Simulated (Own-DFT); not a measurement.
# Hybrid less PBE against volume: monoclinic HfO2, 94 atoms (Hf32O62), with two O vacancies

These are calculations. Each geometry was run twice at fixed positions with Own-DFT, a retired in-house plane-wave program that no person has reviewed: with PBE, and with HSE06 (exact exchange share 0.25 at short range, screening 0.11 per bohr, Gygi-Baldereschi treatment of its divergence). Both used PseudoDojo norm-conserving files made for PBE, a cutoff of 48 hartree, the Gamma point alone, fixed occupations, a neutral cell and no spin. With Gamma alone and a thickness of 10.1 Å, finite-size errors remain in every number. The hafnium file keeps the 4f electrons in the core, and its forces lie about 75 meV/Å off all-electron values. The oxygen file's force components were 24 meV/Å off all-electron values in a glass.

Unstrained cell vectors in Å: (10.234, 0.000, 0.000); (0.000, 10.350, 0.000); (-1.696, 0.000, 10.445), volume V0 = 1106.4 Å³, from measured lattice constants. Each geometry has its own random strain of a few per cent, its own defect sites and random moves of rms u per axis. HSE06 gave the energy alone. D is its energy less that of PBE, over the lowest D shown. The PBE stress wasn't checked against mesh or cutoff.

| run | V - V0 (Å³) | u (Å) | P with PBE (GPa) | D (eV) |
|---|---|---|---|---|
| 1 | -22.9 | 0.0297 | 9.16 | 0.034 |
| 2 | -27.3 | 0.0530 | 13.48 | 0.078 |
| 3 | 1.8 | 0.0299 | 4.06 | 0.641 |
| 4 | -6.3 | 0.0469 | 5.38 | 0.570 |
| 5 | 11.2 | 0.0299 | 2.08 | 0.755 |
| 6 | 1.0 | 0.0483 | 4.76 | 0.673 |
| 7 | -2.9 | 0.0526 | 6.47 | 0.674 |
| 8 | -28.3 | 0.0308 | 10.76 | 0.000 |
| 9 | 24.0 | 0.0282 | -1.77 | 1.236 |
| 10 | -1.6 | 0.0290 | 5.44 | 0.497 |
| 11 | 4.8 | 0.0300 | 2.59 | 0.698 |
| 12 | -15.0 | 0.0313 | 8.99 | 0.208 |
| 13 | -11.9 | 0.0320 | 6.94 | 0.382 |
| 14 | 14.5 | 0.0289 | 0.60 | ? |

## Fit

D = 0.53 + 0.0232 (V - V0) + 70 u² eV, with an error of 0.0011 on the volume slope, 22 on the last term and a scatter of 0.06 eV. Pressure is -dE/dV, and 1 eV/Å³ is 160.2 GPa, so HSE06 changes the pressure by -3.7 ± 0.2 GPa. With the ions held to the strained lattice, the PBE pressure falls by 272 ± 17 GPa per unit of volume strain; the shape of the strain isn't fitted, so the true error is larger, and a relaxed crystal would be softer. On that slope HSE06's volume at a given pressure is about 1.4 % smaller, or 0.5 % in lengths. At u = 0 and V0 the PBE pressure is 3.6 GPa, which puts the zero-pressure volume, against the measured cell and with the defects in, at +1.3 % for PBE and -0.0 % for HSE06, each good to a few tenths of a per cent.

## Test on the hidden row

Question: what D should run 14 give?

Estimate: 0.92 eV, with rows scattering by 0.06. The calculation gave 0.921 eV.
